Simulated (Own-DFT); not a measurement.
# Two functionals across a range of volumes: L1_0 TiAl, 32 atoms (Al16Ti16)

No measurement is shown. These are fixed-geometry runs of a retired plane-wave code named Own-DFT, which no person has reviewed; spin and spin-orbit coupling are neglected.

Limits: forces on such cells failed a check on a denser k mesh; stress not checked against mesh or cutoff.

Each geometry was run with PBE and with PBEsol, otherwise alike: PseudoDojo norm-conserving scalar-relativistic files made for PBE; cutoff 42 hartree; 4 x 4 x 4 k mesh centred on Gamma; cold (Marzari-Vanderbilt) smearing of 0.2 eV. Unstrained cell vectors in Å: (5.622, 5.622, 0.000); (-5.621, 5.621, 0.000); (0.000, 0.000, 8.133). Each has a uniform strain, of which the change of volume is shown, and random moves of rms u per axis.

```
run,volume change (%),u (Å),P with PBE (GPa),P with PBEsol (GPa)
1,2.40,0.0486,-0.77,-3.51
2,-3.50,0.0405,6.15,3.14
3,-3.19,0.0509,5.92,2.93
4,-2.27,0.0515,4.73,1.79
5,-1.94,0.0454,4.25,1.32
6,-1.80,0.0511,4.02,1.10
7,3.96,0.0499,-2.37,-5.05
8,0.55,0.0518,1.26,-1.56
9,-0.95,0.0500,3.03,0.14
10,0.72,0.0489,0.98,-1.83
11,2.30,0.0530,-0.74,-3.49
12,1.80,0.0536,-0.16,?
```

Question: by how much does PBEsol shrink this cell, and what belongs in the blank?

## Worked answer

Write v for the change of volume as a fraction. Fitted to v and u², the PBE pressure has a slope of -117 ± 2 GPa in v, with the ions held to the strained lattice. The difference PBEsol less PBE is -2.85 + 4.4 v GPa (slope ± 0.1) and averages -2.86 GPa. Divided by the mean slope of the two, 114 GPa, that makes PBEsol's volume at a given pressure, near 1 GPa, about 2.5 % smaller, or 0.83 % in lengths. At one volume PBEsol's slope is the smaller by 4 GPa, but its pressure there is lower too. If stiffness rises by about 4 GPa for each GPa, PBEsol at equal pressure is stiffer by about 7 GPa. Files made for PBEsol would give a different shift.

For run 12 the line gives -2.93 GPa. Computed: -2.93 GPa.
